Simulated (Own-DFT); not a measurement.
# How strain changes the stress of wurtzite GaN, 72 atoms (Ga36N36)

These are calculations, not measurements. They come from Own-DFT, an in-house plane-wave density functional program, since retired, whose code no person has reviewed. Each row is one single-point run on a periodic cell that was not relaxed, without spin or spin-orbit coupling.

Settings of every run: PBE; PseudoDojo norm-conserving scalar-relativistic files (stringent for Ga); cutoff 96 hartree; 4 x 4 x 3 k mesh centred on Gamma; Gaussian smearing of 0.01 eV.

Known limits: forces not confirmed at this smearing and k mesh; stress not checked against mesh or cutoff.

Unstrained cell vectors in Å: (9.567, 0.000, 0.000); (-4.783, 8.285, 0.000); (0.000, 0.000, 10.370). The unstrained cell has measured lattice constants (interpolated for alloys), not those of this functional. That, the random moves and any unrelaxed bonds set the pressure at no strain. Each run strains this cell uniformly, with the atoms carried along. Every atom was also moved at random, by a Gaussian of width 0.05 Å on each axis. Strain is the symmetric tensor, in per cent. Stress is positive in tension, and the pressure is minus a third of its trace.

| run | e_xx (%) | e_yy (%) | e_zz (%) | e_yz (%) | e_xz (%) | e_xy (%) | s_xx (GPa) | s_yy (GPa) | s_zz (GPa) | s_yz (GPa) | s_xz (GPa) | s_xy (GPa) | P (GPa) | E (meV/atom) |
|---|---|---|---|---|---|---|---|---|---|---|---|---|---|---|
| 1 | -1.72 | -0.04 | -0.04 | -1.76 | 0.14 | -1.02 | -13.05 | -10.31 | -9.52 | -4.42 | -0.62 | -4.94 | 10.96 | 35.4 |
| 2 | 1.15 | 1.17 | 1.99 | -1.48 | -1.03 | 0.30 | 1.15 | -0.91 | 2.68 | -2.28 | -1.91 | 0.99 | -0.97 | 0.0 |
| 3 | -0.13 | 0.03 | -0.37 | 0.03 | -1.80 | -0.23 | -9.05 | -7.74 | -7.85 | -0.02 | -3.70 | -0.41 | 8.21 | 30.9 |
| 4 | 0.45 | 0.85 | -0.42 | 1.58 | -0.45 | -1.75 | -5.77 | -3.44 | -8.13 | 3.63 | -1.20 | -5.91 | 5.78 | 22.6 |
| 5 | 1.66 | 1.57 | -0.66 | 0.45 | 1.89 | 0.76 | 0.29 | -0.06 | -9.26 | 1.26 | 4.22 | 1.56 | 3.01 | 29.6 |
| 6 | -1.78 | -0.10 | -0.40 | 0.70 | 1.33 | 1.66 | -17.88 | -10.57 | -8.75 | 1.57 | 4.19 | 5.08 | 12.40 | 53.5 |
| 7 | 0.35 | 0.69 | -0.05 | -1.56 | -0.66 | 0.98 | -3.44 | -3.48 | -8.34 | -3.31 | -1.05 | 2.97 | 5.08 | 18.6 |
| 8 | -0.91 | -0.87 | -1.42 | -0.12 | -0.90 | 0.75 | -12.58 | -12.23 | -16.55 | 1.79 | -1.34 | 1.81 | 13.79 | 35.3 |
| 9 | 1.24 | 0.27 | -1.65 | -1.19 | -0.69 | 0.68 | -2.44 | -5.82 | -15.43 | -2.23 | -1.32 | 1.14 | 7.90 | 37.1 |
| 10 | 0.65 | -0.73 | 0.36 | 1.22 | 2.00 | -0.14 | -3.71 | -10.31 | -6.54 | 2.95 | 4.34 | -1.58 | 6.85 | 22.8 |
| 11 | 0.76 | 0.33 | -0.92 | 0.58 | 1.63 | 1.82 | -4.20 | -4.98 | -10.76 | 1.75 | 2.74 | 5.24 | 6.65 | 17.0 |
| 12 | 0.52 | -0.11 | 1.34 | -0.22 | -0.34 | -1.41 | -4.86 | -4.93 | -0.88 | -0.59 | -0.32 | -5.21 | 3.56 | 7.2 |
| 13 | 0.85 | -1.96 | -0.37 | 0.11 | -0.13 | -1.29 | -7.58 | -12.63 | -10.88 | 0.71 | -1.37 | -3.33 | 10.36 | 40.6 |
| 14 | -0.68 | -0.16 | -1.45 | 1.26 | 0.14 | -0.03 | -10.23 | -9.93 | -15.49 | 2.33 | 0.20 | -0.65 | 11.88 | 40.8 |
| 15 | 1.65 | 1.01 | -1.82 | 1.03 | -0.76 | 1.42 | ? | ? | ? | ? | ? | ? | ? | ? |

E is the free energy for each atom above the lowest run shown.

## Worked fit

Each stress component was fitted by least squares to a constant and the strains of the runs shown, as fractions, with shears doubled. Shear strains stay in the fit of a normal stress only where such slopes are resolved. The slopes, in GPa:

```
stress,at no strain,per e_xx,per e_yy,per e_zz,scatter
s_xx,-7.3,423 ± 40,127 ± 49,76 ± 41,1.46
s_yy,-7.3,147 ± 22,349 ± 27,58 ± 23,0.81
s_zz,-7.7,25 ± 28,87 ± 34,482 ± 28,1.01
```

Each shear stress against twice its own strain: yz 114 ± 11, xz 95 ± 9, xy 174 ± 9 GPa. These are stiffnesses along x, y and z of the frame in which the cell vectors are given, which need not be the crystal's axes. The atoms are held to the strained lattice; where symmetry lets them move under strain, relaxing them would lower some slopes. The table should be nearly symmetric about its diagonal, and what it lacks of that shows the noise. A ninth of its sum, 197 ± 4 GPa, estimates the bulk modulus near the mean pressure of these runs, 7.5 GPa, so it lies above the value at zero pressure.

## Withheld run

Question: what normal stresses and pressure should run 15 give?

The fit gives s_xx = -0.4, s_yy = -2.4, s_zz = -15.1 and P = 6.0 GPa. The calculation gave -1.37, -3.31, -12.34 and P = 5.67 GPa.
